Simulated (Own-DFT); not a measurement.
# Misfit strain and the stress it brings: wurtzite GaN, 72 atoms (Ga36N36)

Calculated, not measured: single-point runs of Own-DFT, a retired in-house plane-wave DFT program that no person has reviewed, on unrelaxed cells, without spin or spin-orbit coupling.

Method: PBE; PseudoDojo norm-conserving scalar-relativistic files; cutoff 42 hartree; 4 x 4 x 3 k mesh centred on Gamma; Fermi-Dirac smearing of 0.1 eV.

Caveats: forces not confirmed at this smearing and k mesh; stress not checked against mesh or cutoff.

Unstrained cell vectors in Å: (9.567, 0.000, 0.000); (-4.784, 8.285, 0.000); (0.000, 0.000, 10.370). The unstrained cell has measured lattice constants (interpolated for alloys), not those of this functional. That, the random moves and any unrelaxed bonds set the pressure at no strain. Each run strains x and y alike by e, as a substrate would, and holds the height along z. Each coordinate of each atom was shifted by a normal deviate of width 0.05 Å. Stress is positive in tension.

| e (%) | u (Å) | (s_xx + s_yy)/2 (GPa) | s_zz (GPa) |
|---|---|---|---|
| -3.00 | 0.051 | -27.28 | -12.27 |
| -2.75 | 0.046 | -23.84 | -13.59 |
| -2.25 | 0.046 | -20.27 | -12.20 |
| -1.25 | 0.051 | -14.03 | -10.50 |
| 0.75 | 0.054 | -4.42 | -6.33 |
| 1.00 | 0.051 | -3.36 | -4.19 |
| 1.75 | 0.048 | ? | ? |
| 2.00 | 0.049 | 2.25 | -4.64 |
| 2.25 | 0.054 | 3.29 | -5.17 |
| 3.00 | 0.051 | 5.94 | -3.95 |

## What the rows give

With e as a fraction, the in-plane stress is -7.6 + 533 e - 2732 e² GPa (errors 13 and 888, scatter 0.81), and s_zz is -8.0 + 166 e GPa (slope ± 17, scatter 1.09). At e = 0 the first slope is C11 + C12 and the second 2 C13, both with the ions held to the strained lattice and at the cell's own pressure. The term in e² is negative: the layer stiffens under compression and softens under tension. A free layer would change its height as e changes, and the in-plane slope would drop by 2 C13²/C33 to the biaxial modulus. At fixed height, a misfit of 1 % moves the in-plane stress by about 5.3 GPa and s_zz by 1.7 GPa.

## Test on the hidden row

Question: what are the two stresses at e = 1.75 %?

The fitted form gives 0.9 and -5.1 GPa. The hidden result is 1.39 and -5.34 GPa.
